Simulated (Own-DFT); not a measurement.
# PBE and HSE06 on the same vacancies: monoclinic HfO2, Hf32O62

All values are computed. Each geometry was run twice at fixed positions with Own-DFT, a retired in-house plane-wave program that no person has reviewed: with PBE, and with HSE06 (exact exchange share 0.25 at short range, screening 0.11 per bohr, Gygi-Baldereschi treatment of its divergence). Both used PseudoDojo norm-conserving files made for PBE, a cutoff of 48 hartree, the Gamma point alone, fixed occupations, a neutral cell and no spin. One k point on a cell 10.1 Å thick isn't converged, and results move with the size of the cell. The hafnium file keeps the 4f electrons in the core, and its forces lie about 75 meV/Å off all-electron values. The oxygen file's force components were 24 meV/Å off all-electron values in a glass.

Cell vectors in Å: (10.234, 0.000, 0.000); (0.000, 10.350, 0.000); (-1.696, 0.000, 10.445). Atoms were moved at random from their ideal sites, and each line below averages several runs of one case and one width of the moves; u² is the mean square move along one axis. E is the PBE energy of the cell and D the HSE06 energy less the PBE one, each over its lowest single run, with the standard error of the mean. Within a case the pair of sites differs from run to run.

- A: two O taken from sites with four and four neighbours, under 3.2 Å apart
- B: two O taken from sites with three and four neighbours, under 3.2 Å apart
- C: two O taken from sites with three and three neighbours, under 3.2 Å apart

```
case  runs   u² (Å²)  E (eV)  error of E  D (eV)  error of D
   A    14  0.000876   0.285       0.048   0.096       0.007
   A    14  0.002554   4.196       0.204   0.298       0.021
   A    14  0.006262  13.131       0.283   0.784       0.040
   B    14  0.000908   0.418       0.069   0.091       0.012
   B    14  0.002463   4.195       0.257   0.270       0.013
   B    14  0.006495  13.326       0.360   0.721       0.029
   C    14  0.000912   0.666       0.066   0.057       0.009
   C    14  0.002478   4.408       0.145   0.257       0.014
   C    14  0.006359  14.033       0.627   0.799       0.045
```

Question: how do the cases differ under PBE, and what does HSE06 change?

## Solution

Fit E and D each to a + b u², with one a for each case and lines weighted by their errors. Against A, in eV:

| case | PBE | change by HSE06 | HSE06 |
|---|---|---|---|
| B | 0.05 ± 0.08 | -0.020 ± 0.011 | 0.03 ± 0.08 |
| C | 0.31 ± 0.08 | -0.041 ± 0.010 | 0.27 ± 0.08 |

Under PBE, C lies above A by more than three errors. D is known much better than E, because both runs of a geometry share the same random moves. HSE06 moves C down against A. The slope b is 2369 ± 35 eV/Å² for E and 123 ± 4 for D, so at this fixed cell HSE06 makes random moves about 5 % costlier. The vacancies are unrelaxed, and relaxation differs between sites.
